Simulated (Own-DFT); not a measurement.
# What a change of functional does to the pressure

All numbers below are calculated, not measured. They come from Own-DFT, an in-house plane-wave density functional program, since retired, whose code no person has reviewed. Each row is one single-point run on a periodic cell that was not relaxed, without spin or spin-orbit coupling.

Known limits: forces on such cells failed a check on a denser k mesh; stress not checked against mesh or cutoff.

Each cell was run twice at the same cutoff, k mesh and smearing, with PBE and with PBEsol, on PseudoDojo norm-conserving files made for PBE. Atoms were moved at random from their sites; u is the rms move along one axis. Files made for PBEsol would give a somewhat different change.

```
cell,atoms,volume (Å³/atom),u (Å),cutoff (hartree),P with PBE (GPa),P with PBEsol (GPa),change (GPa)
C11b WSi2 with one Si vacancy (Si19W10),29,13.90,0.070,50,7.15,3.14,-4.01
C11b WSi2 with one Si vacancy (Si19W10),29,13.90,0.080,50,5.89,1.91,-3.98
C11b WSi2 with one Si vacancy (Si19W10),29,13.90,0.088,50,9.09,?,?
C40 NbSi2 (Nb12Si24),36,14.57,0.049,42,3.82,0.15,-3.67
C40 NbSi2 (Nb12Si24),36,14.64,0.021,42,1.55,-2.10,-3.65
C40 NbSi2 (Nb12Si24),36,14.64,0.095,42,6.80,3.13,-3.67
D0_22 TiAl3 with two Ti on an Al site each (Al28Ti12),40,15.63,0.048,42,3.74,1.62,-2.12
D0_22 TiAl3 with two Ti on an Al site each (Al28Ti12),40,15.63,0.033,42,3.44,1.32,-2.12
D0_22 TiAl3 with two Ti on an Al site each (Al28Ti12),40,15.63,0.082,42,5.23,3.11,-2.12
L1_0 TiAl with two Al vacancies (Al14Ti16),30,17.13,0.055,42,0.11,-2.60,-2.71
L1_0 TiAl with two Al vacancies (Al14Ti16),30,17.13,0.071,42,0.62,-2.09,-2.71
L1_0 TiAl with two Al vacancies (Al14Ti16),30,17.13,0.083,42,0.62,-2.08,-2.70
```

## Worked reading

Mean change of pressure by composition, in GPa: Si19W10, -4.00; NbSi2, -3.66; Al7Ti8, -2.71; Al7Ti3, -2.12. At a fixed cell PBEsol gives the lower pressure, because it favours a smaller volume than PBE. Here the change varies more between materials than between cells of one material.

## Withheld value

Question: what PBEsol pressure should the Si19W10 cell with the blank give?

Adding the mean change of the cells with its composition, -4.00 GPa, to 9.09 gives 5.1 GPa. The calculation gave 5.08 GPa.
